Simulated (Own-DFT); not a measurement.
# Response to strain: wurtzite AlN, 128 atoms (Al64N64)

Calculated results; nothing here was measured. They come from Own-DFT, an in-house plane-wave density functional program, since retired, whose code no person has reviewed. Each row is one single-point run on a periodic cell that was not relaxed, without spin or spin-orbit coupling.

Settings of every run: PBE; PseudoDojo norm-conserving scalar-relativistic files; cutoff 42 hartree; 3 x 3 x 3 k mesh centred on Gamma; Gaussian smearing of 0.01 eV.

Known limits: k mesh not checked against a denser one; stress not checked against mesh or cutoff.

Unstrained cell vectors in Å: (12.448, 0.000, 0.000); (-6.224, 10.780, 0.000); (0.000, 0.000, 9.964). The unstrained cell has measured lattice constants (interpolated for alloys), not those of this functional. That, the random moves and any unrelaxed bonds set the pressure at no strain. Each run strains this cell uniformly, with the atoms carried along. Every atom was also moved at random, by a Gaussian of width 0.05 Å on each axis. Strain is the symmetric tensor, in per cent. Stress is positive in tension, and the pressure is minus a third of its trace.

| run | e_xx (%) | e_yy (%) | e_zz (%) | e_yz (%) | e_xz (%) | e_xy (%) | s_xx (GPa) | s_yy (GPa) | s_zz (GPa) | s_yz (GPa) | s_xz (GPa) | s_xy (GPa) | P (GPa) | E (meV/atom) |
|---|---|---|---|---|---|---|---|---|---|---|---|---|---|---|
| 1 | -0.98 | 0.44 | -0.94 | 0.05 | 1.32 | 1.89 | -9.50 | -5.45 | -12.60 | 0.20 | 3.60 | 5.75 | 9.18 | 20.7 |
| 2 | 1.86 | 1.63 | -1.88 | -1.85 | -1.84 | -1.05 | 4.00 | 0.81 | -14.09 | -5.00 | -4.82 | -3.22 | 3.10 | 24.3 |
| 3 | 0.76 | -0.16 | 0.39 | -1.65 | 0.36 | 1.68 | -1.06 | -7.19 | -3.99 | -4.67 | 1.13 | 5.35 | 4.08 | 17.7 |
| 4 | -1.73 | -1.96 | -1.35 | 0.49 | 0.26 | -1.10 | -19.95 | -17.72 | -15.29 | 1.11 | -0.12 | -4.44 | 17.65 | 39.7 |
| 5 | -0.99 | -0.50 | -1.65 | 1.48 | -0.54 | 0.31 | -11.22 | -10.30 | -17.45 | 4.29 | -1.71 | 0.70 | 12.99 | 30.1 |
| 6 | -1.86 | -0.35 | -0.27 | -1.55 | 1.72 | -0.32 | -16.16 | -10.27 | -8.16 | -4.61 | 4.75 | -1.14 | 11.53 | 27.4 |
| 7 | 1.89 | 1.83 | 0.80 | -0.56 | 1.25 | 1.63 | 3.98 | 4.60 | -0.04 | -2.23 | 3.74 | 5.75 | -2.85 | 0.0 |
| 8 | 0.71 | -1.34 | 0.27 | -0.01 | -1.82 | 0.05 | -3.78 | -11.26 | -4.25 | -0.55 | -4.42 | -0.85 | 6.43 | 2.5 |
| 9 | 0.40 | 0.81 | 0.53 | -1.26 | -1.07 | -1.40 | -3.98 | -0.32 | -2.37 | -2.86 | -3.30 | -5.64 | 2.22 | 0.9 |
| 10 | 0.12 | 0.18 | -0.16 | 1.05 | -0.64 | 0.69 | -4.21 | -4.38 | -8.68 | 2.25 | -1.27 | 2.84 | 5.76 | 12.0 |
| 11 | 1.41 | -1.41 | -0.91 | -1.11 | 0.47 | 1.61 | -2.49 | -11.57 | -9.55 | -2.85 | 2.01 | 6.08 | 7.87 | 15.4 |
| 12 | 0.73 | -1.91 | 0.61 | -0.35 | -0.38 | -1.26 | -2.58 | -15.57 | -4.57 | -0.90 | -1.35 | -5.29 | 7.57 | 17.1 |
| 13 | 0.47 | -0.30 | -0.26 | 1.59 | 1.68 | 0.89 | -2.80 | -6.53 | -9.58 | 3.95 | 4.84 | 3.01 | 6.30 | 12.1 |
| 14 | -1.92 | -0.29 | -1.46 | 0.00 | -1.57 | -1.71 | -21.35 | -10.85 | -12.62 | -0.27 | -4.79 | -10.03 | 14.94 | 56.0 |
| 15 | -0.68 | -0.15 | -0.84 | 1.77 | 0.98 | -0.44 | -9.66 | -7.58 | -11.44 | 5.11 | 2.16 | -0.71 | 9.56 | 23.4 |
| 16 | 0.89 | 0.78 | 1.13 | -1.11 | -0.71 | 1.63 | ? | ? | ? | ? | ? | ? | ? | ? |

E is the free energy for each atom above the lowest run shown.

## Worked fit

Each stress component was fitted by least squares to a constant and the strains of the runs shown, as fractions, with shears doubled. Shear strains stay in the fit of a normal stress only where such slopes are resolved. The slopes, in GPa:

```
stress  at no strain  per e_xx  per e_yy  per e_zz  scatter
  s_xx          -6.2  527 ± 46   95 ± 48   83 ± 64     1.92
  s_yy          -6.1   82 ± 22  477 ± 23   76 ± 31     0.93
  s_zz          -6.4   52 ± 34   45 ± 36  514 ± 47     1.41
```

Each shear stress against twice its own strain: yz 135 ± 5, xz 132 ± 5, xy 169 ± 16 GPa. These are stiffnesses along x, y and z of the frame in which the cell vectors are given, which need not be the crystal's axes. The atoms are held to the strained lattice; where symmetry lets them move under strain, relaxing them would lower some slopes. The table should be nearly symmetric about its diagonal, and what it lacks of that shows the noise. A ninth of its sum, 217 ± 5 GPa, estimates the bulk modulus near the mean pressure of these runs, 7.8 GPa, so it lies above the value at zero pressure.

## Withheld run

Question: what normal stresses and pressure should run 16 give?

The fit gives s_xx = 0.2, s_yy = -0.8, s_zz = 0.2 and P = 0.1 GPa. The calculation gave 0.78, -1.14, 0.46 and P = -0.04 GPa.
